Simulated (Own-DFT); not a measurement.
# A change of arrangement and its cost: Ge48Si16, 64 atoms

All numbers below are calculated, not measured. The program, named Own-DFT, is a retired in-house plane-wave density functional code that no person has reviewed. Each row is one single-point run on a periodic cell that was not relaxed, without spin or spin-orbit coupling.

Settings of every run: PBE; PseudoDojo norm-conserving scalar-relativistic files; cutoff 42 hartree; 3 x 3 x 3 k mesh centred on Gamma; Fermi-Dirac smearing of 0.1 eV.

Known limits, some of them of some rows only: not probed for a lower state with spin; forces on such cells moved up to 12 meV/angstrom on a denser k mesh; forces on such cells passed a denser k mesh, each cell not checked; stress not checked against mesh or cutoff.

All cells hold the same atoms in the same cell, with vectors in Å (11.203, 0.000, 0.000); (0.000, 11.203, 0.000); (0.000, 0.000, 11.203). Every atom was moved at random from its ideal site; u is the rms move along one axis. The random placing of the alloy's atoms differs from row to row. E is the free energy of the cell above the lowest run. The arrangements:

- A: diamond-structure SiGe in clusters
- B: diamond-structure SiGe in ordered layers
- C: diamond-structure SiGe with randomly placed atoms

| arrangement | u (Å) | E (eV) | P (GPa) |
|---|---|---|---|
| A | 0.0280 | 0.148 | 3.36 |
| A | 0.0309 | 0.521 | 3.41 |
| A | 0.0316 | 0.440 | 3.41 |
| A | 0.0626 | 3.826 | 4.06 |
| A | 0.0628 | 3.686 | 4.03 |
| A | 0.0646 | 3.802 | 4.06 |
| B | 0.0290 | 0.119 | 3.36 |
| B | 0.0303 | 0.537 | 3.45 |
| B | 0.0316 | 0.526 | 3.44 |
| B | 0.0565 | 3.300 | 3.97 |
| B | 0.0613 | 3.484 | 3.96 |
| B | 0.0626 | 4.067 | 4.10 |
| C | 0.0277 | 0.000 | 3.29 |
| C | 0.0296 | 0.216 | 3.33 |
| C | 0.0314 | 0.532 | 3.42 |
| C | 0.0586 | 2.668 | 3.81 |
| C | 0.0608 | 3.739 | 4.05 |
| C | 0.0620 | 3.600 | 3.97 |

Question: once the cost of the random moves is taken out, how do the arrangements rank?

## Worked answer

Fit E = a + b u², with one b for all and one a for each arrangement, and with residuals divided by u², since the noise grows with the moves. Then b = 1154 eV/Å², the scatter at u = 0.04 Å is 0.19 eV, and against A:

- B: 0.03 ± 0.08 eV (not told apart from A)
- C: -0.09 ± 0.08 eV (not told apart from A)

These are energies of unrelaxed cells. Relaxing the atoms lowers the strained arrangements most, so the gaps would shrink and small ones could change sign.
